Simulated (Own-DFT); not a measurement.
Simulation results for SiC (4H silicon carbide, strained, atoms displaced), SiC (4H silicon carbide, atoms displaced)

Computed with Own-DFT development build. A calculation, not a measurement: plane-wave PBE density functional theory by an unreviewed code, no spin, of a simulated periodic cell, stress positive in tension, free energy of the whole cell less one offset for each atom, forces on such cells passed a denser k mesh, this cell's mesh not checked; offsets are fitted by least squares, one for each functional and potential file, so energies compare only between cells with the same atoms and settings and are not formation energies; the far tail of each file's local potential was reset to the Coulomb form; each entry is a single point on an unrelaxed cell, so the pressure reflects the starting lattice, mostly measured values (interpolated for alloys), from which strain is counted, and rises with the displacements; printed positions are rounded, which can move forces by about a meV/angstrom; the program, named Own-DFT, is a retired in-house code; no spin-orbit coupling.

Settings shared by all entries: functional PBE; potential files PseudoDojo norm-conserving, scalar-relativistic, standard set; wave cutoff 42 hartree; occupations Fermi-Dirac; smearing width 0.1 eV.

(1) 
```cif
# cell vector a (Å): 9.2105 -0.1475 0.0715
# cell vector b (Å): -4.7329 8.1839 -0.0690
# cell vector c (Å): 0.0778 -0.0418 10.1462
data_SiC
_symmetry_space_group_name_H-M 'P 1'
_symmetry_Int_Tables_number 1
_cell_length_a 9.2120
_cell_length_b 9.4542
_cell_length_c 10.1466
_cell_angle_alpha 90.842
_cell_angle_beta 89.112
_cell_angle_gamma 120.961
_cell_volume 757.66
loop_
_atom_site_label
_atom_site_type_symbol
_atom_site_fract_x
_atom_site_fract_y
_atom_site_fract_z
_atom_site_occupancy
Si1 Si 0.01534 0.00399 0.41661 1
Si2 Si 0.10967 0.22122 0.15770 1
C1 C 0.99803 0.99373 0.08830 1
C2 C 0.10158 0.21778 0.34891 1
Si3 Si 0.99330 0.33320 0.41372 1
Si4 Si 0.10492 0.55351 0.15365 1
C3 C 0.00277 0.34045 0.09537 1
C4 C 0.11467 0.54891 0.34459 1
Si5 Si 0.00611 0.66606 0.40146 1
Si6 Si 0.11477 0.88998 0.15349 1
C5 C 0.99448 0.66724 0.09866 1
C6 C 0.10438 0.88997 0.34237 1
Si7 Si 0.32461 0.00387 0.40926 1
Si8 Si 0.43901 0.22507 0.16227 1
C7 C 0.33493 0.00336 0.09948 1
C8 C 0.44362 0.20993 0.34167 1
Si9 Si 0.33761 0.33672 0.39639 1
Si10 Si 0.43926 0.54697 0.14577 1
C9 C 0.32843 0.32733 0.09599 1
C10 C 0.44912 0.55905 0.34811 1
Si11 Si 0.33690 0.67796 0.41520 1
Si12 Si 0.44188 0.88580 0.15327 1
C11 C 0.32693 0.65827 0.09713 1
C12 C 0.44362 0.89075 0.34636 1
Si13 Si 0.66663 0.00474 0.40908 1
Si14 Si 0.77676 0.21252 0.15187 1
C13 C 0.66909 0.99814 0.09861 1
C14 C 0.77985 0.22539 0.34456 1
Si15 Si 0.65788 0.33313 0.40069 1
Si16 Si 0.76850 0.54927 0.16076 1
C15 C 0.67473 0.33772 0.09282 1
C16 C 0.77480 0.56385 0.34305 1
Si17 Si 0.67002 0.66594 0.40545 1
Si18 Si 0.78382 0.88281 0.15045 1
C17 C 0.67206 0.66702 0.09058 1
C18 C 0.77598 0.89254 0.34541 1
Si19 Si 0.99229 0.99711 0.90961 1
Si20 Si 0.89079 0.77334 0.65618 1
C19 C 0.00789 0.00630 0.59791 1
C20 C 0.88827 0.78013 0.84193 1
Si21 Si 0.99665 0.66637 0.90525 1
Si22 Si 0.88507 0.44101 0.66122 1
C21 C 0.99638 0.66499 0.60004 1
C22 C 0.89475 0.45401 0.83405 1
Si23 Si 0.00006 0.33412 0.90655 1
Si24 Si 0.88192 0.10711 0.65774 1
C23 C 0.99106 0.33009 0.59428 1
C24 C 0.89761 0.11480 0.83622 1
Si25 Si 0.67751 0.00461 0.90818 1
Si26 Si 0.55677 0.76891 0.65278 1
C25 C 0.66744 0.00241 0.59469 1
C26 C 0.55719 0.78118 0.85627 1
Si27 Si 0.66748 0.66571 0.90073 1
Si28 Si 0.55742 0.45323 0.66727 1
C27 C 0.66503 0.66509 0.59123 1
C28 C 0.56123 0.44921 0.83419 1
Si29 Si 0.65985 0.32496 0.91349 1
Si30 Si 0.55451 0.10302 0.65904 1
C29 C 0.67560 0.34295 0.59186 1
C30 C 0.55406 0.11040 0.84018 1
Si31 Si 0.32509 0.99810 0.90861 1
Si32 Si 0.22555 0.76622 0.65730 1
C31 C 0.33083 0.00263 0.58594 1
C32 C 0.23002 0.79159 0.84758 1
Si33 Si 0.32716 0.66543 0.89916 1
Si34 Si 0.22173 0.44141 0.65111 1
C33 C 0.34345 0.67020 0.59457 1
C34 C 0.21988 0.43330 0.84844 1
Si35 Si 0.32933 0.33373 0.91053 1
Si36 Si 0.21463 0.09763 0.64345 1
C35 C 0.32614 0.32845 0.58849 1
C36 C 0.22967 0.12376 0.83886 1
_calc_hardware 'one NVIDIA H100'
_calc_k_mesh '4 x 4 x 3 centred on Gamma'
_calc_free_energy_of_cell_above_offsets '-5.659'  # eV
_calc_pressure 1.56  # GPa
_calc_stress_xx -4.64  # GPa
_calc_stress_yy 1.9  # GPa
_calc_stress_zz -1.94  # GPa
_calc_stress_yz -2.31  # GPa
_calc_stress_xz 2.15  # GPa
_calc_stress_xy -6.25  # GPa
_calc_wall_time 357  # s
```

Force:
```tsv
element	x (eV/Å)	y (eV/Å)	z (eV/Å)
Si	-3.802	-0.367	-1.802
Si	-1.399	-0.748	0.674
C	0.781	1.471	0.921
C	1.28	0.673	-0.874
Si	0.9	-0.087	-1.204
Si	0.229	0.705	1.207
C	0.223	-2.045	-0.979
C	-1.09	1.057	0.368
Si	-0.945	-0.292	1.009
Si	-1.221	-0.5	0.713
C	0.822	-0.237	-0.941
C	1.534	-0.671	-0.087
Si	2.059	-1.838	-1.564
Si	1.811	-0.905	-1.405
C	0.512	-0.004	-1.272
C	-2.091	2.017	-0.041
Si	-0.838	-0.109	1.865
Si	0.046	2.087	2.37
C	0.567	0.366	-0.386
C	-0.815	-0.368	-1.453
Si	1.011	-1.466	-2.755
Si	0.124	-0.402	1.245
C	0.091	1.041	-1.601
C	-0.859	0.308	-0.126
Si	0.5	-0.239	-0.937
Si	-0.433	1.722	1.812
C	0.437	-0.585	-1.544
C	-1.287	-0.306	-0.605
Si	2.344	0.875	1.732
Si	0.621	1.466	-0.811
C	-1.154	-1.547	0.977
C	1.875	-2.012	0.015
Si	-1.57	1.765	0.036
Si	-1.976	0.267	2.416
C	-0.816	-1.434	-0.572
C	1.23	-0.368	0.173
Si	1.82	1.008	-2.219
Si	-0.869	1.157	-0.009
C	-3.071	-2.791	-0.694
C	0.657	0.063	0.141
Si	0.025	0.633	0.378
Si	0.132	0.668	-2.59
C	1.852	-0.413	-1.548
C	0.144	-1.606	3.999
Si	-0.587	0.217	-0.368
Si	1.455	1.06	-1.082
C	0.884	0.324	0.937
C	-0.981	-0.261	2.331
Si	-1.571	-0.348	-0.209
Si	0.45	2.524	1.713
C	-0.073	-1.729	0.007
C	0.437	-0.555	-2.348
Si	-0.392	0.026	1.081
Si	0.249	-2.171	-5.622
C	0.948	0.198	0.573
C	-0.482	-0.742	5.655
Si	0.327	1.52	-2.682
Si	-1.23	2.209	-1.329
C	-1.994	-1.705	-0.052
C	0.553	-0.353	1.945
Si	0.5	2.583	-0.058
Si	-2.133	2.297	0.079
C	1.584	-1.686	1.811
C	-0.213	-3.009	-1.039
Si	0.646	-0.155	2.036
Si	-0.019	-1.02	0.633
C	-1.425	-1.539	0.762
C	-0.739	2.564	-1.51
Si	1.59	-0.292	-1.439
Si	1.812	4.173	3.507
C	1.211	0.308	-0.014
C	-0.2	-2.449	0.65
```

(2) 
```cif
# cell vector a (Å): 12.3308 0.0000 0.0000
# cell vector b (Å): -6.1654 10.6788 0.0000
# cell vector c (Å): 0.0000 0.0000 10.0681
data_SiC
_symmetry_space_group_name_H-M 'P 1'
_symmetry_Int_Tables_number 1
_cell_length_a 12.3308
_cell_length_b 12.3308
_cell_length_c 10.0681
_cell_angle_alpha 90.000
_cell_angle_beta 90.000
_cell_angle_gamma 120.000
_cell_volume 1325.75
loop_
_atom_site_label
_atom_site_type_symbol
_atom_site_fract_x
_atom_site_fract_y
_atom_site_fract_z
_atom_site_occupancy
Si1 Si 0.00071 0.00552 0.40626 1
Si2 Si 0.07982 0.16374 0.15270 1
C1 C 0.00204 0.99838 0.09365 1
C2 C 0.08335 0.16538 0.34715 1
Si3 Si 0.99770 0.24645 0.40362 1
Si4 Si 0.08399 0.42114 0.15454 1
C3 C 0.99655 0.24461 0.09614 1
C4 C 0.08081 0.41470 0.34463 1
Si5 Si 0.99805 0.49851 0.40582 1
Si6 Si 0.08095 0.66640 0.15765 1
C5 C 0.99714 0.50258 0.09335 1
C6 C 0.08854 0.66948 0.34269 1
Si7 Si 0.99652 0.75173 0.40154 1
Si8 Si 0.08020 0.91453 0.15678 1
C7 C 0.00132 0.75313 0.09391 1
C8 C 0.08639 0.92052 0.34285 1
Si9 Si 0.25202 0.00154 0.41093 1
Si10 Si 0.33399 0.16462 0.15833 1
C9 C 0.25164 0.00282 0.09437 1
C10 C 0.33433 0.16914 0.34403 1
Si11 Si 0.24733 0.25170 0.40705 1
Si12 Si 0.33355 0.41492 0.15881 1
C11 C 0.25351 0.25067 0.09362 1
C12 C 0.32975 0.41816 0.34786 1
Si13 Si 0.24777 0.49883 0.40379 1
Si14 Si 0.33242 0.66383 0.15457 1
C13 C 0.25694 0.50438 0.09686 1
C14 C 0.33421 0.66818 0.34637 1
Si15 Si 0.25555 0.75187 0.40468 1
Si16 Si 0.33696 0.91531 0.15805 1
C15 C 0.24962 0.75087 0.09411 1
C16 C 0.33821 0.91641 0.34482 1
Si17 Si 0.50181 0.99983 0.40979 1
Si18 Si 0.58146 0.16514 0.16213 1
C17 C 0.49573 0.00212 0.09471 1
C18 C 0.58619 0.16897 0.34729 1
Si19 Si 0.49913 0.24917 0.40756 1
Si20 Si 0.58336 0.42297 0.15347 1
C19 C 0.50337 0.25428 0.09487 1
C20 C 0.58174 0.41553 0.34700 1
Si21 Si 0.49701 0.50048 0.41025 1
Si22 Si 0.58414 0.66567 0.15932 1
C21 C 0.49708 0.49585 0.08960 1
C22 C 0.58164 0.66702 0.34151 1
Si23 Si 0.49879 0.74863 0.40688 1
Si24 Si 0.58024 0.91627 0.15601 1
C23 C 0.49655 0.74729 0.09938 1
C24 C 0.58350 0.91869 0.34632 1
Si25 Si 0.75413 0.00323 0.41043 1
Si26 Si 0.82836 0.15910 0.15466 1
C25 C 0.74799 0.00131 0.09317 1
C26 C 0.83605 0.16454 0.34696 1
Si27 Si 0.74430 0.24922 0.40212 1
Si28 Si 0.83471 0.42124 0.15546 1
C27 C 0.74856 0.25376 0.09416 1
C28 C 0.83203 0.41846 0.34440 1
Si29 Si 0.74792 0.50098 0.40556 1
Si30 Si 0.83691 0.66959 0.15823 1
C29 C 0.74916 0.50547 0.09224 1
C30 C 0.83268 0.66492 0.34849 1
Si31 Si 0.75280 0.75418 0.40506 1
Si32 Si 0.83536 0.91512 0.15303 1
C31 C 0.75050 0.75097 0.08993 1
C32 C 0.83258 0.91654 0.34202 1
Si33 Si 0.99693 0.99857 0.91006 1
Si34 Si 0.91999 0.83337 0.65136 1
C33 C 0.00055 0.00151 0.59383 1
C34 C 0.91479 0.83856 0.84525 1
Si35 Si 0.00137 0.75193 0.90599 1
Si36 Si 0.92153 0.58281 0.65858 1
C35 C 0.00068 0.74634 0.59581 1
C36 C 0.91699 0.58937 0.84146 1
Si37 Si 0.99803 0.49816 0.90963 1
Si38 Si 0.91904 0.33334 0.65650 1
C37 C 0.99519 0.49756 0.59906 1
C38 C 0.91695 0.33624 0.84770 1
Si39 Si 0.00510 0.25425 0.90428 1
Si40 Si 0.91401 0.08272 0.65796 1
C39 C 0.00034 0.25173 0.59286 1
C40 C 0.91577 0.07911 0.84345 1
Si41 Si 0.74555 0.99447 0.91147 1
Si42 Si 0.66418 0.83414 0.65281 1
C41 C 0.74902 0.99839 0.59374 1
C42 C 0.66585 0.83179 0.84372 1
Si43 Si 0.74728 0.74609 0.90382 1
Si44 Si 0.66900 0.58591 0.66071 1
C43 C 0.74189 0.74614 0.59298 1
C44 C 0.66802 0.58799 0.84490 1
Si45 Si 0.75402 0.50286 0.90596 1
Si46 Si 0.66804 0.33354 0.65370 1
C45 C 0.74783 0.50114 0.59724 1
C46 C 0.66724 0.33358 0.84101 1
Si47 Si 0.74691 0.24804 0.90343 1
Si48 Si 0.66810 0.08714 0.65751 1
C47 C 0.75206 0.25241 0.59960 1
C48 C 0.66944 0.08580 0.84220 1
Si49 Si 0.49639 0.99970 0.91065 1
Si50 Si 0.41639 0.83496 0.65606 1
C49 C 0.50092 0.00096 0.59868 1
C50 C 0.42016 0.83431 0.83845 1
Si51 Si 0.50224 0.74984 0.91055 1
Si52 Si 0.41498 0.58329 0.65939 1
C51 C 0.50434 0.75443 0.58905 1
C52 C 0.41089 0.57986 0.84012 1
Si53 Si 0.50188 0.49856 0.90402 1
Si54 Si 0.41991 0.33189 0.65420 1
C53 C 0.50030 0.49723 0.59855 1
C54 C 0.41503 0.33196 0.84136 1
Si55 Si 0.50241 0.25609 0.90125 1
Si56 Si 0.41569 0.08103 0.65663 1
C55 C 0.49638 0.24881 0.59598 1
C56 C 0.41465 0.08111 0.83987 1
Si57 Si 0.24903 0.99803 0.90333 1
Si58 Si 0.16671 0.83507 0.65806 1
C57 C 0.25473 0.00450 0.59390 1
C58 C 0.16598 0.83294 0.84919 1
Si59 Si 0.25254 0.75031 0.90390 1
Si60 Si 0.16939 0.59044 0.65899 1
C59 C 0.25226 0.75523 0.59504 1
C60 C 0.16711 0.58523 0.84409 1
Si61 Si 0.24977 0.50015 0.90258 1
Si62 Si 0.16281 0.33596 0.65466 1
C61 C 0.24972 0.49781 0.58939 1
C62 C 0.16764 0.33789 0.84500 1
Si63 Si 0.25344 0.25032 0.90428 1
Si64 Si 0.16873 0.08159 0.65491 1
C63 C 0.25244 0.25397 0.59004 1
C64 C 0.16887 0.08311 0.84785 1
_calc_hardware 'one NVIDIA H200'
_calc_k_mesh '3 x 3 x 3 centred on Gamma'
_calc_free_energy_of_cell_above_offsets '-19.085'  # eV
_calc_pressure 3.72  # GPa
_calc_stress_xx -2.95  # GPa
_calc_stress_yy -4.01  # GPa
_calc_stress_zz -4.2  # GPa
_calc_stress_yz -0.39  # GPa
_calc_stress_xz 0.09  # GPa
_calc_stress_xy -0.35  # GPa
_calc_wall_time 513.7  # s
```

Force:
```tsv
element	x (eV/Å)	y (eV/Å)	z (eV/Å)
Si	0.644	-1.523	0.149
Si	1.244	0.715	0.829
C	-1.011	0.088	0.207
C	-0.454	0.754	-1.253
Si	0.434	1.002	0.457
Si	0.488	-1.131	0.384
C	-0.185	1.303	-0.796
C	-0.105	0.193	-0.337
Si	0.128	0.613	0.543
Si	0.709	0.868	-0.318
C	0.868	-0.079	0.157
C	-1.02	-0.474	0.626
Si	1.957	0.103	1.13
Si	1.576	1.202	-0.002
C	0.029	-0.83	0.045
C	-0.627	-0.433	0.692
Si	0.212	-0.052	-1.548
Si	0.051	0.873	-0.578
C	0.224	-1.316	-0.086
C	-0.113	-0.456	0.533
Si	0.951	-0.158	-0.202
Si	-0.155	0.009	-0.156
C	-0.969	-0.379	0.037
C	1.017	-0.322	-0.856
Si	-0.509	0.664	0.42
Si	-0.719	1.218	1.062
C	-1.24	-1.683	-1.174
C	0.22	-0.794	-0.603
Si	-0.99	-0.058	0.481
Si	-2.108	0.125	-0.014
C	0.422	-0.565	-0.342
C	-0.829	0.627	0.37
Si	-0.033	0.24	0.167
Si	-0.165	1.401	-1.28
C	1.679	-0.27	0.061
C	-1.401	-1.266	-0.136
Si	-0.305	0.37	0.038
Si	0.894	-1.521	0.956
C	-0.184	-0.493	-0.326
C	-0.447	0.632	-0.678
Si	0.648	-0.096	-0.001
Si	-0.298	-0.141	-1.093
C	-0.39	1.432	0.514
C	0.697	-0.168	0.951
Si	0.168	0.709	-0.697
Si	0.138	0.043	0.673
C	0.818	0.692	-0.996
C	0.689	-0.164	-0.284
Si	-0.806	-1.108	-0.886
Si	-0.303	2.467	0.583
C	0.339	-1.76	0.347
C	-1.7	0.323	-0.849
Si	2.559	0.853	1.412
Si	-0.996	-0.9	0.229
C	0.638	-0.988	0.142
C	0.064	-0.18	-0.168
Si	0.029	-0.514	1.076
Si	-0.797	-0.101	-0.4
C	0.914	-0.231	0.271
C	-0.592	0.751	-1.121
Si	-0.748	-1.195	0.39
Si	-0.915	0.328	0.366
C	0	-0.377	0.839
C	0.42	0.573	0.109
Si	0.878	0.715	-1.063
Si	-1.366	-0.157	1.036
C	0.176	-0.216	-0.316
C	1.148	-1.536	-0.601
Si	-1.021	0.413	0.051
Si	-2.124	-0.111	-0.426
C	-0.203	0.943	-0.982
C	1.028	-0.957	1.122
Si	-0.258	1.266	-1.061
Si	-0.647	0.13	0.636
C	1.773	0.62	-1.244
C	0.353	-0.768	-0.521
Si	-1.145	-1.467	0.72
Si	0.66	0.001	-0.019
C	-0.267	-0.847	-0.041
C	-0.784	1.163	0.73
Si	0.315	1.28	-1.702
Si	0.681	-0.105	0.892
C	-0.149	0.827	0.359
C	-0.227	-0.208	0.084
Si	0.182	1.863	0.319
Si	-0.597	-0.774	-0.951
C	1.558	1.326	-0.237
C	0.416	-1.748	0.042
Si	-0.794	-0.228	-0.377
Si	-0.769	0.364	0.402
C	1.093	0.118	-0.604
C	-0.097	0.695	0.325
Si	0.406	0.633	0.898
Si	0.201	-0.742	-0.062
C	0.006	-0.321	-1.725
C	-0.456	-1.183	1.059
Si	0.708	0.454	-1.597
Si	0.932	0.033	-0.466
C	0.061	0.208	-0.982
C	-0.308	-0.188	1.892
Si	-0.727	-0.522	-0.809
Si	0.547	-0.04	-1.603
C	-1.322	-1.21	1.062
C	1.357	0.956	1.459
Si	-1.161	0.183	-0.359
Si	-1.722	0.406	0.224
C	-0.346	1.022	-0.322
C	0.538	0.718	-0.088
Si	0.337	-1.671	1.12
Si	0.484	0.842	0.089
C	1.752	-0.491	-0.695
C	0.091	0.683	1.083
Si	0.283	0.779	1.287
Si	0.119	0.115	-0.004
C	-0.565	-1.426	0.197
C	0.38	-0.085	-1.152
Si	-0.124	0.316	0.683
Si	0.151	-1.489	-0.98
C	-0.093	-0.438	-0.363
C	-0.186	-0.39	0.502
Si	-0.197	0.534	1.147
Si	1.633	-0.397	0.161
C	-0.891	1.329	0.809
C	0.732	-1.017	-0.508
Si	-0.902	-0.104	0.526
Si	-0.977	1.367	0.532
C	-0.413	-0.776	1.273
C	-0.89	-0.132	-0.925
```
